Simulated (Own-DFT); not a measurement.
# Bulk modulus against bond length in tetrahedral crystals

No measurement is shown. These are fixed-geometry runs of a retired plane-wave code named Own-DFT, which no person has reviewed; spin and spin-orbit coupling are neglected.

Caveats (not all hold for every row): forces on such cells moved up to 12 meV/angstrom on a denser k mesh; forces not confirmed at this smearing and k mesh; k mesh not checked against a denser one; forces on such cells passed a denser k mesh, each cell not checked; stress not checked against mesh or cutoff.

All runs are PBE with PseudoDojo norm-conserving files; cutoff and k mesh are each material's own. Every cell starts from measured lattice constants and was given uniform random strains and small random moves of its atoms. Each triple is the change of volume in per cent, the rms move u in Å and the pressure in GPa.

- 4H SiC (C36Si36), 10.36 Å³/atom unstrained: (-1.64, 0.048, 9.34); (-1.44, 0.052, 8.72); (1.01, 0.048, 2.76); (1.73, 0.053, 1.34); (2.01, 0.049, 0.61); (2.36, 0.049, 0.19); (2.67, 0.052, 0.04)
- wurtzite AlN (Al64N64), 10.45 Å³/atom unstrained: (-1.74, 0.050, 9.39); (-1.58, 0.050, 9.23); (-1.33, 0.051, 8.85); (-0.05, 0.048, 5.57); (0.62, 0.051, 4.81); (1.59, 0.049, 2.52); (1.85, 0.051, 2.32)
- wurtzite GaN (Ga48N48), 11.42 Å³/atom unstrained: (-1.91, 0.052, 11.33); (-1.46, 0.048, 10.02); (-1.30, 0.050, 9.88); (-0.67, 0.050, 8.60); (1.04, 0.051, 4.86); (1.56, 0.052, 4.28); (2.26, 0.050, 3.20)
- diamond silicon (Si64), 20.02 Å³/atom unstrained: (-2.84, 0.050, 5.79); (-2.35, 0.050, 4.97); (-2.18, 0.055, 5.18); (-1.27, 0.051, 3.88); (-1.10, 0.047, 3.53); (-0.95, 0.052, 3.55); (3.97, 0.050, -1.09)
- zincblende InP (In48P48), 25.27 Å³/atom unstrained: withheld
- grey tin (Sn64), 34.15 Å³/atom unstrained: (-2.33, 0.050, 4.94); (-1.73, 0.051, 4.86); (-0.81, 0.048, 4.19); (0.02, 0.056, 3.80); (0.90, 0.051, 3.31); (0.97, 0.051, 3.26); (1.35, 0.048, 3.15)

## What the rows give

Fit a line to each set against the fractional change of volume; B is minus its slope, and u is nearly the same within a set. To take it to zero pressure, assume that B rises by 4 GPa for each GPa: B0 = B - 4 x (mean pressure). The bond length of an ideal tetrahedral crystal with the unstrained volume v is d = (√3/4)(8 v)^(1/3). Cohen's empirical rule reads B0 = (1971 - 220 L) d^(-3.5) GPa, with L = 0 for group IV crystals and SiC and 1 for III-V compounds.

```
material,L,d (Å),B (GPa),mean P (GPa),B0 (GPa),rule (GPa)
4H SiC (C36Si36),0,1.888,225 ± 9,3.3,212 ± 9,213
wurtzite AlN (Al64N64),1,1.893,205 ± 7,6.1,180 ± 7,188
wurtzite GaN (Ga48N48),1,1.950,196 ± 7,7.5,166 ± 7,169
diamond silicon (Si64),0,2.352,99 ± 4,3.7,84 ± 4,99
zincblende InP (In48P48),1,2.541,?,?,?,67
grey tin (Sn64),0,2.810,52 ± 2,3.9,37 ± 2,53
```

A line through ln[B0/(1971 - 220 L)] against ln d has a slope of -4.4 ± 0.1 and a scatter of 3 %. Against the rule, B0 stands at 99 % for 4H SiC, 96 % for wurtzite AlN, 98 % for wurtzite GaN, 85 % for diamond silicon, 69 % for grey tin. PBE tends to make silicon and heavier crystals too soft, and the rule itself is only a guide.

## Check

Question: what B0 does the fitted trend give for zincblende InP (In48P48)?

The line gives 52 GPa. Its own runs give B = 71 ± 4 GPa at a mean pressure of 2.9 GPa, so B0 = 60 GPa. It lies off the trend of the others.
